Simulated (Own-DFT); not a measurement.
## Calculated data, GaN (wurtzite, strained, atoms displaced)

Computed with Own-DFT development build. A calculation, not a measurement: plane-wave PBE density functional theory by an unreviewed code, no spin, of a simulated periodic cell, stress positive in tension, free energy of the whole cell less one offset for each atom, forces on such cells passed a denser k mesh, this cell's mesh not checked; offsets are fitted by least squares, one for each functional and potential file, so energies compare only between cells with the same atoms and settings and are not formation energies; the far tail of each file's local potential was reset to the Coulomb form; each entry is a single point on an unrelaxed cell, so the pressure reflects the starting lattice, mostly measured values (interpolated for alloys), from which strain is counted, and rises with the displacements; printed positions are rounded, which can move forces by about a meV/angstrom; the program, named Own-DFT, is a retired in-house code; no spin-orbit coupling.

Settings shared by all entries: functional PBE; potential files PseudoDojo norm-conserving, scalar-relativistic, standard set with the stringent files for Ga; wave cutoff 96 hartree; occupations Gaussian; smearing width 0.01 eV; k mesh 3 x 4 x 3 centred on Gamma.

```json
{"entry": 1, "formula": "GaN", "kind": "wurtzite, strained, atoms displaced", "structure": {"cell_angstrom": [[12.756, 0.0, 0.0638], [-4.7835, 8.2853, -0.0239], [0.0518, 0.0, 10.37]], "atoms_fractional": [["Ga", 0.0854, 0.23219, 0.99566], ["Ga", 0.17125, 0.10637, 0.25512], ["N", 0.08325, 0.21869, 0.19168], ["N", 0.16165, 0.10807, 0.4411], ["Ga", 0.08752, 0.22391, 0.49487], ["Ga", 0.1656, 0.10683, 0.74676], ["N", 0.08089, 0.23178, 0.68403], ["N", 0.16464, 0.11447, 0.93684], ["Ga", 0.08846, 0.5588, 0.00061], ["Ga", 0.1674, 0.4501, 0.24831], ["N", 0.08966, 0.55385, 0.18406], ["N", 0.17289, 0.45954, 0.43918], ["Ga", 0.08208, 0.54815, 0.50229], ["Ga", 0.17389, 0.44014, 0.75312], ["N", 0.08439, 0.55936, 0.69223], ["N", 0.15666, 0.44464, 0.94467], ["Ga", 0.08037, 0.88757, 0.99885], ["Ga", 0.16408, 0.78673, 0.24639], ["N", 0.08388, 0.88769, 0.1967], ["N", 0.16925, 0.77758, 0.44003], ["Ga", 0.08124, 0.88224, 0.50175], ["Ga", 0.16787, 0.77477, 0.75103], ["N", 0.08943, 0.89569, 0.68757], ["N", 0.16349, 0.78253, 0.9423], ["Ga", 0.33639, 0.21461, 0.99841], ["Ga", 0.42089, 0.11782, 0.23963], ["N", 0.33678, 0.23104, 0.19961], ["N", 0.41493, 0.11522, 0.43519], ["Ga", 0.33943, 0.22664, 0.50793], ["Ga", 0.41649, 0.10259, 0.75199], ["N", 0.33841, 0.22104, 0.6797], ["N", 0.4138, 0.10802, 0.93789], ["Ga", 0.3271, 0.53915, 0.0012], ["Ga", 0.41298, 0.44857, 0.25095], ["N", 0.33041, 0.55498, 0.1902], ["N", 0.40846, 0.43378, 0.4343], ["Ga", 0.32529, 0.55259, 0.49954], ["Ga", 0.41602, 0.44346, 0.75437], ["N", 0.33368, 0.54774, 0.68319], ["N", 0.42886, 0.45484, 0.94048], ["Ga", 0.34123, 0.89382, 0.99065], ["Ga", 0.41179, 0.75998, 0.25292], ["N", 0.33218, 0.89565, 0.18957], ["N", 0.42074, 0.76836, 0.43773], ["Ga", 0.33258, 0.8813, 0.49681], ["Ga", 0.41775, 0.78161, 0.74875], ["N", 0.33361, 0.87629, 0.68038], ["N", 0.41818, 0.78564, 0.94132], ["Ga", 0.57714, 0.2167, 0.00128], ["Ga", 0.66185, 0.11032, 0.2489], ["N", 0.57624, 0.22356, 0.18677], ["N", 0.67023, 0.11653, 0.4315], ["Ga", 0.59108, 0.22735, 0.49779], ["Ga", 0.66922, 0.11942, 0.74648], ["N", 0.57776, 0.21452, 0.68501], ["N", 0.66383, 0.09648, 0.93371], ["Ga", 0.58627, 0.5622, 0.00216], ["Ga", 0.66476, 0.4437, 0.2572], ["N", 0.57934, 0.55469, 0.19228], ["N", 0.67302, 0.44602, 0.44463], ["Ga", 0.57587, 0.5458, 0.50426], ["Ga", 0.66546, 0.43518, 0.75165], ["N", 0.58259, 0.55907, 0.68577], ["N", 0.66192, 0.44641, 0.94374], ["Ga", 0.58677, 0.88194, 0.99756], ["Ga", 0.66525, 0.78099, 0.25127], ["N", 0.58742, 0.88879, 0.19385], ["N", 0.67426, 0.78709, 0.44531], ["Ga", 0.57124, 0.87399, 0.4974], ["Ga", 0.66764, 0.78727, 0.74103], ["N", 0.58906, 0.8885, 0.68879], ["N", 0.66341, 0.77438, 0.94162], ["Ga", 0.8365, 0.22179, 0.99378], ["Ga", 0.91469, 0.10943, 0.24972], ["N", 0.84204, 0.2333, 0.18866], ["N", 0.91682, 0.11022, 0.43892], ["Ga", 0.83272, 0.22433, 0.50624], ["Ga", 0.91773, 0.11671, 0.7486], ["N", 0.83178, 0.2151, 0.68954], ["N", 0.91139, 0.09857, 0.94241], ["Ga", 0.83172, 0.54904, 0.99533], ["Ga", 0.91293, 0.44053, 0.24326], ["N", 0.82728, 0.54842, 0.18927], ["N", 0.91293, 0.43756, 0.43536], ["Ga", 0.83111, 0.56283, 0.49468], ["Ga", 0.91788, 0.44024, 0.75326], ["N", 0.83001, 0.55574, 0.68245], ["N", 0.91419, 0.44356, 0.93464], ["Ga", 0.83499, 0.88551, 0.99872], ["Ga", 0.92026, 0.77746, 0.25702], ["N", 0.83482, 0.89408, 0.18803], ["N", 0.91907, 0.78338, 0.43193], ["Ga", 0.83246, 0.88538, 0.50535], ["Ga", 0.92265, 0.77975, 0.74619], ["N", 0.83156, 0.89723, 0.67765], ["N", 0.92108, 0.78155, 0.94428]]}, "results": {"free_energy_of_cell_above_offsets [eV]": "-3.691", "pressure [GPa]": 7.37, "stress_xx [GPa]": -8.11, "stress_yy [GPa]": -6.96, "stress_zz [GPa]": -7.05, "stress_yz [GPa]": -0.51, "stress_xz [GPa]": 1.06, "stress_xy [GPa]": 0.55, "force_element": ["Ga", "Ga", "N", "N", "Ga", "Ga", "N", "N", "Ga", "Ga", "N", "N", "Ga", "Ga", "N", "N", "Ga", "Ga", "N", "N", "Ga", "Ga", "N", "N", "Ga", "Ga", "N", "N", "Ga", "Ga", "N", "N", "Ga", "Ga", "N", "N", "Ga", "Ga", "N", "N", "Ga", "Ga", "N", "N", "Ga", "Ga", "N", "N", "Ga", "Ga", "N", "N", "Ga", "Ga", "N", "N", "Ga", "Ga", "N", "N", "Ga", "Ga", "N", "N", "Ga", "Ga", "N", "N", "Ga", "Ga", "N", "N", "Ga", "Ga", "N", "N", "Ga", "Ga", "N", "N", "Ga", "Ga", "N", "N", "Ga", "Ga", "N", "N", "Ga", "Ga", "N", "N", "Ga", "Ga", "N", "N"], "force_x [eV/angstrom]": [-0.297, -1.232, 0.517, 1.51, -1.386, -0.178, 1.285, 0.889, -2.442, -0.028, -2.077, -0.733, -1.552, -1.616, 0.522, 3.059, 0.332, 2.564, -1.258, -0.609, 0.388, -0.258, -0.1, 1.517, -2.164, -1.754, -0.127, 1.549, -0.818, -0.738, -0.467, 0.742, -0.002, 0.907, 0.339, 0.126, 2.394, 0.918, -0.139, -2.126, -2.009, -0.484, 1.001, -2.539, -0.03, 1.533, -0.948, 1.248, 1.565, 0.875, 2.501, -0.292, -1.221, -0.045, 0.602, -0.673, 0.539, -0.496, 0.458, -2.094, 0.098, -1.058, 0.479, 1.211, -1.38, 1.636, -1.744, -1.341, 3.064, 1.696, -2.941, 1.729, -0.725, 0.292, -1.117, -0.039, 0.603, 0.61, -0.575, 0.542, -0.812, 0.757, 0.403, 0.122, 2.122, -0.475, 0.844, 0.878, -0.838, -1.444, 0.353, 0.092, 0.308, -1.31, 1.633, -0.621], "force_y [eV/angstrom]": [-2.569, 1.014, 0.652, -0.169, 0.219, 1.744, -1.087, 0.185, 1.201, -1.771, 1.159, -2.239, 0.902, 0.929, -1.063, 0.049, 1.124, -1.722, 0.631, -0.637, 0.879, 0.409, -1.43, -0.25, 1.489, -1.373, -1.035, -0.711, -1.27, 0.055, -0.265, 0.421, 1.766, -0.262, -0.968, 1.723, -0.166, 0.062, 0.949, -2.043, -1.205, 3.409, -0.911, -0.394, 1.408, -1.043, 1.184, -2.211, 0.599, 0.559, 0.78, -1.038, -1.348, -1.641, 0.644, 2.057, -0.064, 0.251, 0.339, -0.155, 1.04, 1.248, -0.675, -1.042, 0.517, -0.398, -0.035, -2.004, 2.609, -1.775, 1.129, 0.339, -0.594, 0.566, -2.527, 0.427, -0.787, -1.129, 1.524, 2.022, 0.75, 1.516, 1.004, 1.38, -0.125, 0.629, -0.018, -0.078, -0.57, -0.11, -1.336, -0.601, 1.311, -0.11, -0.43, -1.419], "force_z [eV/angstrom]": [1.802, -0.069, -0.514, 0.355, -0.129, 0.049, 0.489, -0.111, 0.445, 0.689, 0.426, -1.028, -0.123, -0.245, -0.12, -1.952, 1.173, 0.861, -1.876, -0.34, -0.647, 0.154, 0.051, -0.882, 1.214, 2.452, -2.443, 0.166, -3.113, -1.361, 4.0, -0.864, 0.025, 0.176, -1.229, 0.885, 0.343, -0.751, 1.313, -0.273, 2.51, -0.734, -0.698, -0.49, -1.087, 0.492, 1.196, -0.953, -0.325, -0.52, -0.442, 1.313, -0.392, 0.419, 0.484, 0.492, 1.022, -0.727, 0.057, -0.914, -1.087, -0.137, 1.145, -1.014, 1.158, 0.831, -1.069, -1.064, 0.831, 1.407, -0.875, -1.512, 1.16, 0.455, -1.417, 0.272, -1.678, 0.475, 0.251, -1.428, 1.024, 1.158, -0.399, 0.39, 0.433, -1.392, 0.983, 0.62, 0.973, -2.496, 0.015, 2.402, -2.585, 0.508, 3.527, -1.565]}}
{"entry": 2, "formula": "GaN", "kind": "wurtzite, strained, atoms displaced", "structure": {"cell_angstrom": [[12.756, 0.0638, 0.0], [-4.7421, 8.2613, 0.0], [0.0, 0.0, 10.37]], "atoms_fractional": [["Ga", 0.08691, 0.22665, 0.99893], ["Ga", 0.16727, 0.10724, 0.24919], ["N", 0.09083, 0.22321, 0.18601], ["N", 0.16429, 0.10247, 0.42891], ["Ga", 0.08323, 0.22708, 0.50358], ["Ga", 0.16105, 0.11353, 0.75365], ["N", 0.08415, 0.22584, 0.69118], ["N", 0.15889, 0.10447, 0.93694], ["Ga", 0.07768, 0.55247, 0.99772], ["Ga", 0.17039, 0.43869, 0.25025], ["N", 0.07744, 0.54237, 0.18884], ["N", 0.16408, 0.43887, 0.4388], ["Ga", 0.08812, 0.56179, 0.50797], ["Ga", 0.16467, 0.44445, 0.75814], ["N", 0.07742, 0.54844, 0.68236], ["N", 0.16435, 0.4455, 0.93891], ["Ga", 0.07784, 0.87642, 0.01006], ["Ga", 0.17001, 0.79199, 0.24844], ["N", 0.08232, 0.88811, 0.19161], ["N", 0.17193, 0.78153, 0.43321], ["Ga", 0.08424, 0.88484, 0.50172], ["Ga", 0.16521, 0.7757, 0.75498], ["N", 0.08335, 0.88439, 0.68963], ["N", 0.17023, 0.77554, 0.93603], ["Ga", 0.32227, 0.22301, 0.99819], ["Ga", 0.41795, 0.10765, 0.25204], ["N", 0.33547, 0.21501, 0.19211], ["N", 0.42283, 0.11285, 0.44142], ["Ga", 0.32186, 0.2112, 0.50481], ["Ga", 0.41357, 0.11392, 0.75852], ["N", 0.33264, 0.21955, 0.68645], ["N", 0.41116, 0.10811, 0.93787], ["Ga", 0.33086, 0.56194, 0.99946], ["Ga", 0.42562, 0.45308, 0.24878], ["N", 0.33378, 0.55048, 0.18847], ["N", 0.41371, 0.44138, 0.44236], ["Ga", 0.33231, 0.55436, 0.4933], ["Ga", 0.41597, 0.43481, 0.74365], ["N", 0.33504, 0.55657, 0.69251], ["N", 0.42253, 0.44368, 0.93551], ["Ga", 0.32762, 0.89399, 0.99752], ["Ga", 0.41573, 0.7744, 0.24998], ["N", 0.32738, 0.88748, 0.19627], ["N", 0.41775, 0.7791, 0.43068], ["Ga", 0.34052, 0.89389, 0.4986], ["Ga", 0.41626, 0.78176, 0.75779], ["N", 0.333, 0.8893, 0.68872], ["N", 0.41349, 0.77926, 0.93533], ["Ga", 0.58509, 0.21633, 0.99702], ["Ga", 0.66746, 0.11869, 0.25208], ["N", 0.58235, 0.21644, 0.19015], ["N", 0.65929, 0.11051, 0.43472], ["Ga", 0.58097, 0.21455, 0.50306], ["Ga", 0.66896, 0.11276, 0.74766], ["N", 0.58036, 0.21038, 0.69212], ["N", 0.66261, 0.09996, 0.94336], ["Ga", 0.57946, 0.54837, 0.99796], ["Ga", 0.66502, 0.44117, 0.25548], ["N", 0.57849, 0.56158, 0.19208], ["N", 0.66091, 0.43655, 0.42985], ["Ga", 0.57673, 0.54677, 0.50064], ["Ga", 0.66483, 0.44512, 0.75096], ["N", 0.5797, 0.54391, 0.69801], ["N", 0.66193, 0.44053, 0.93507], ["Ga", 0.57895, 0.88891, 0.01202], ["Ga", 0.67006, 0.78511, 0.24805], ["N", 0.58262, 0.89153, 0.19279], ["N", 0.6581, 0.78114, 0.43788], ["Ga", 0.5843, 0.88334, 0.50327], ["Ga", 0.66578, 0.77537, 0.74775], ["N", 0.57372, 0.88372, 0.69363], ["N", 0.66325, 0.77624, 0.93468], ["Ga", 0.83481, 0.22266, 0.99747], ["Ga", 0.91575, 0.11354, 0.25059], ["N", 0.83255, 0.22244, 0.19005], ["N", 0.92021, 0.10152, 0.43639], ["Ga", 0.83516, 0.22584, 0.50309], ["Ga", 0.9236, 0.11862, 0.74957], ["N", 0.83708, 0.22462, 0.70004], ["N", 0.92061, 0.11104, 0.93672], ["Ga", 0.82393, 0.56432, 0.99335], ["Ga", 0.92017, 0.45111, 0.24305], ["N", 0.83373, 0.55052, 0.18416], ["N", 0.91451, 0.43805, 0.43716], ["Ga", 0.83004, 0.55641, 0.49393], ["Ga", 0.92217, 0.43587, 0.75467], ["N", 0.83107, 0.55991, 0.68878], ["N", 0.9172, 0.44932, 0.94076], ["Ga", 0.82966, 0.88677, 0.00529], ["Ga", 0.91983, 0.78174, 0.24957], ["N", 0.83557, 0.88139, 0.19178], ["N", 0.92276, 0.78102, 0.43615], ["Ga", 0.83611, 0.89516, 0.50105], ["Ga", 0.92281, 0.79547, 0.74561], ["N", 0.8389, 0.89706, 0.69612], ["N", 0.91599, 0.77696, 0.94072]]}, "results": {"free_energy_of_cell_above_offsets [eV]": "-5.283", "pressure [GPa]": 6.87, "stress_xx [GPa]": -7.46, "stress_yy [GPa]": -5.64, "stress_zz [GPa]": -7.5, "stress_yz [GPa]": 0.82, "stress_xz [GPa]": -0.16, "stress_xy [GPa]": 0.83, "force_element": ["Ga", "Ga", "N", "N", "Ga", "Ga", "N", "N", "Ga", "Ga", "N", "N", "Ga", "Ga", "N", "N", "Ga", "Ga", "N", "N", "Ga", "Ga", "N", "N", "Ga", "Ga", "N", "N", "Ga", "Ga", "N", "N", "Ga", "Ga", "N", "N", "Ga", "Ga", "N", "N", "Ga", "Ga", "N", "N", "Ga", "Ga", "N", "N", "Ga", "Ga", "N", "N", "Ga", "Ga", "N", "N", "Ga", "Ga", "N", "N", "Ga", "Ga", "N", "N", "Ga", "Ga", "N", "N", "Ga", "Ga", "N", "N", "Ga", "Ga", "N", "N", "Ga", "Ga", "N", "N", "Ga", "Ga", "N", "N", "Ga", "Ga", "N", "N", "Ga", "Ga", "N", "N", "Ga", "Ga", "N", "N"], "force_x [eV/angstrom]": [-0.744, 0.374, -1.111, -0.636, 0.77, 1.54, 0.164, 0.502, 0.573, -1.092, 1.448, 0.018, -0.481, 0.997, 1.005, 0.299, -0.046, 0.258, -0.31, -0.168, 0.33, 0.544, 0.05, -1.661, 1.683, 0.087, -0.948, -1.679, 1.319, 0.827, -1.028, 0.117, 1.085, -1.686, -0.289, 0.095, -0.272, -1.267, -0.553, -2.356, 1.461, -0.423, 1.703, 0.22, -0.504, -0.479, -0.55, -0.02, -1.077, 0.824, -0.821, 2.273, -0.291, 0.021, -0.758, 0.604, 0.052, -0.024, 2.766, 0.059, 0.494, 1.72, -0.455, 0.358, 0.404, -0.283, 0.021, 3.443, -2.597, -0.377, 2.104, 0.275, -0.231, 0.862, 0.186, -1.143, -0.345, -0.649, -0.449, -0.414, 1.509, -0.24, -1.489, 0.154, 0.479, -2.401, 0.638, -0.825, -0.019, 0.317, -1.414, -1.099, -0.151, 0.551, -1.617, -0.112], "force_y [eV/angstrom]": [-0.635, 0.93, -0.706, 0.522, -1.019, -0.787, 0.205, -0.292, 0.348, 0.54, 1.959, 0.836, -0.344, 0.926, 0.837, 0.076, 0.663, -2.829, 0.118, -0.381, 0.163, 0.015, 1.213, -0.44, 0.116, 0.35, 1.071, -0.038, 0.522, -0.926, -0.746, 1.02, -0.58, -2.347, 0.625, -0.634, 0.521, 1.193, -0.345, -0.611, -0.383, 0.196, 0.167, -0.501, -0.557, -0.892, -0.075, 0.364, 0.289, -0.74, 0.972, -0.479, 1.003, -1.152, 1.436, 1.236, 1.131, 0.29, 0.423, 0.701, 0.617, -0.928, 1.677, -0.478, -0.922, -0.571, 0.09, -1.396, 1.367, 0.113, 0.771, -0.005, -0.232, 0.007, -0.227, 1.956, -0.817, -0.894, -1.172, 0.069, -1.509, -1.272, 1.018, 1.21, -0.401, 2.048, -0.109, -0.59, 0.266, -1.631, 1.391, -0.477, -1.91, -2.733, 0.017, 1.117], "force_z [eV/angstrom]": [0.575, -0.522, 0.08, 2.251, -0.678, -0.559, -0.6, 0.504, 1.319, 0.063, -0.613, -0.061, -3.001, -1.639, 2.422, 0.437, -1.662, 0.793, -0.568, 1.151, -0.276, -1.38, -0.191, 0.928, 0.796, 0.302, -0.779, -0.288, -1.471, -1.547, 0.642, 1.039, -0.202, 0.931, -0.352, -0.542, 1.324, 0.995, -0.535, 0.009, 1.188, -0.508, -1.898, 1.445, 0.377, -1.542, 0.115, 2.311, 0.632, -0.172, -1.003, 1.319, 0.525, 1.072, -0.14, -0.934, 0.615, -2.592, -1.127, 2.749, 0.246, -0.516, -2.129, 0.737, -1.669, 0.56, 0.204, -0.068, 0.44, 0.391, -0.984, 1.171, 0.475, -0.525, -0.464, 0.389, -0.378, 0.871, -1.817, 0.674, 0.732, 1.216, 0.084, 0.0, 0.9, -0.065, -0.156, -0.408, -1.065, 0.475, -0.364, 0.36, 0.309, 1.047, -1.624, -0.581]}}
```
